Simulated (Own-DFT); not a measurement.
# Short bonds, stiff crystals?

No measurement is shown. These are fixed-geometry runs of a retired plane-wave code named Own-DFT, which no person has reviewed; spin and spin-orbit coupling are neglected.

Keep in mind (not all hold for every row): forces on such cells moved up to 12 meV/angstrom on a denser k mesh; forces not confirmed at this smearing and k mesh; k mesh not checked against a denser one; forces on such cells passed a denser k mesh, each cell not checked; stress not checked against mesh or cutoff.

All runs are PBE with PseudoDojo norm-conserving files; cutoff and k mesh are each material's own. Every cell starts from measured lattice constants and was given uniform random strains and small random moves of its atoms. Each triple is the change of volume in per cent, the rms move u in Å and the pressure in GPa.

- 4H SiC (C36Si36), 10.36 Å³/atom unstrained: (-3.09, 0.049, 12.57); (-1.27, 0.050, 8.34); (-0.98, 0.049, 7.54); (1.10, 0.053, 3.39); (1.31, 0.054, 2.77); (2.15, 0.046, 0.43); (2.84, 0.050, -0.78)
- wurtzite AlN (Al64N64), 10.45 Å³/atom unstrained: (-2.69, 0.051, 11.88); (-2.67, 0.048, 11.64); (-0.10, 0.048, 5.86); (0.79, 0.048, 4.16); (0.82, 0.054, 4.33); (2.31, 0.051, 1.15); (2.52, 0.051, 0.61)
- wurtzite GaN (Ga36N36), 11.42 Å³/atom unstrained: (-3.14, 0.046, 14.49); (-0.80, 0.051, 9.51); (-0.69, 0.053, 8.87); (-0.29, 0.050, 7.96); (0.89, 0.049, 5.96); (1.53, 0.050, 5.07); (2.33, 0.048, 2.85)
- diamond silicon (Si64), 20.02 Å³/atom unstrained: (-2.62, 0.049, 5.22); (-1.26, 0.054, 4.24); (-0.93, 0.048, 3.47); (0.06, 0.048, 2.64); (0.82, 0.056, 1.79); (1.81, 0.049, 1.07); (2.39, 0.052, 0.68)
- zincblende InP (In32P32), 25.27 Å³/atom unstrained: withheld
- grey tin (Sn64), 34.15 Å³/atom unstrained: (-1.09, 0.049, 4.27); (-0.56, 0.051, 4.07); (0.18, 0.046, 3.68); (0.76, 0.052, 3.32); (0.87, 0.046, 3.28); (1.49, 0.050, 2.95); (1.96, 0.052, 2.92)

## Working it out

Fit a line to each set against the fractional change of volume; B is minus its slope, and u is nearly the same within a set. To take it to zero pressure, assume that B rises by 4 GPa for each GPa: B0 = B - 4 x (mean pressure). The bond length of an ideal tetrahedral crystal with the unstrained volume v is d = (√3/4)(8 v)^(1/3). Cohen's empirical rule reads B0 = (1971 - 220 L) d^(-3.5) GPa, with L = 0 for group IV crystals and SiC and 1 for III-V compounds.

| material | L | d (Å) | B (GPa) | mean P (GPa) | B0 (GPa) | rule (GPa) |
|---|---|---|---|---|---|---|
| 4H SiC (C36Si36) | 0 | 1.888 | 224 ± 4 | 4.9 | 205 ± 4 | 213 |
| wurtzite AlN (Al64N64) | 1 | 1.893 | 213 ± 4 | 5.7 | 191 ± 4 | 188 |
| wurtzite GaN (Ga36N36) | 1 | 1.950 | 206 ± 8 | 7.8 | 175 ± 8 | 169 |
| diamond silicon (Si64) | 0 | 2.352 | 94 ± 4 | 2.7 | 83 ± 4 | 99 |
| zincblende InP (In32P32) | 1 | 2.541 | ? | ? | ? | 67 |
| grey tin (Sn64) | 0 | 2.810 | 48 ± 3 | 3.5 | 34 ± 3 | 53 |

A line through ln[B0/(1971 - 220 L)] against ln d has a slope of -4.6 ± 0.2 and a scatter of 5 %. Against the rule, B0 stands at 96 % for 4H SiC, 102 % for wurtzite AlN, 104 % for wurtzite GaN, 84 % for diamond silicon, 65 % for grey tin. PBE tends to make silicon and heavier crystals too soft, and the rule itself is only a guide.

## Test on the hidden row

The question: what B0 does the fitted trend give for zincblende InP (In32P32)?

The straight line predicts 50 GPa. Its own runs give B = 74 ± 3 GPa at a mean pressure of 4.1 GPa, so B0 = 58 GPa. It lies off the trend of the others.
